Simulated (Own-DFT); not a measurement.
# Forces on the neighbours of a vacancy: 2H SiC, 71 atoms (C35Si36), with one C vacancy

These are calculations, not measurements. They come from Own-DFT, an in-house plane-wave density functional program, since retired, whose code no person has reviewed. Each row is one single-point run on a periodic cell that was not relaxed, without spin or spin-orbit coupling.

Settings of every run: PBE; PseudoDojo norm-conserving scalar-relativistic files; cutoff 42 hartree; 4 x 4 x 3 k mesh centred on Gamma; Fermi-Dirac smearing of 0.1 eV.

Known limits: not probed for a lower state with spin; forces on such cells moved up to 12 meV/angstrom on a denser k mesh; stress not checked against mesh or cutoff.

Cell vectors in Å: (9.248, 0.000, 0.000); (-4.624, 8.009, 0.000); (0.000, 0.000, 10.068). Every atom was also moved at random, by a Gaussian of width 0.03 Å on each axis. The defect's site can differ from row to row. The empty site has 4 nearest neighbours, all Si. For each, d is its distance from the empty site and R the part of its force along the line away from it, positive outwards. The last column is the rms force component on atoms over 4.5 Å away.

```
run,d1 (Å),d2 (Å),d3 (Å),d4 (Å),R1 (eV/Å),R2 (eV/Å),R3 (eV/Å),R4 (eV/Å),far F (eV/Å)
1,1.863,1.865,1.865,1.896,-0.15,-0.43,-0.38,-0.17,0.86
2,1.830,1.874,1.906,1.937,-0.18,-0.49,-0.62,-0.79,0.93
3,1.847,1.882,1.889,1.918,-0.35,-0.58,-0.65,-0.97,0.92
4,1.872,1.880,1.892,1.940,-0.34,-0.46,-0.43,-1.04,0.96
5,1.837,1.859,1.879,1.896,-0.24,-0.17,-0.54,-0.59,0.89
6,1.872,1.877,1.894,1.916,-0.48,-0.28,-0.65,-0.46,0.97
7,1.903,1.905,1.907,1.922,-0.63,-0.62,-0.45,-0.58,0.86
8,1.860,1.893,1.897,1.900,-0.73,-0.49,-0.91,-0.50,0.83
9,1.887,1.902,1.913,1.943,?,?,?,?,?
```

## Worked fit

A straight line through the 32 neighbours shown gives R = -0.51 - 5.8 (d - 1.887) eV/Å, with a scatter of 0.17 left by the moves of the other atoms. The slope, with an error of 1.1, is the pull back towards the neighbour's own site. The constant, -0.51 ± 0.03 eV/Å, is the force at the mean distance: with one bond gone, the neighbours are pushed inwards, towards the empty site. It shows how a relaxation would start, not where it would end, and it depends somewhat on the width of the random moves.

## Withheld run

Question: what mean R should the neighbours of run 9 feel? Their mean d is 1.911 Å.

The line gives -0.65 ± 0.10 eV/Å, by the scatter of the means of the runs shown. The calculation gave R = -0.42, -0.54, -0.47, -0.75, a mean of -0.55 eV/Å.
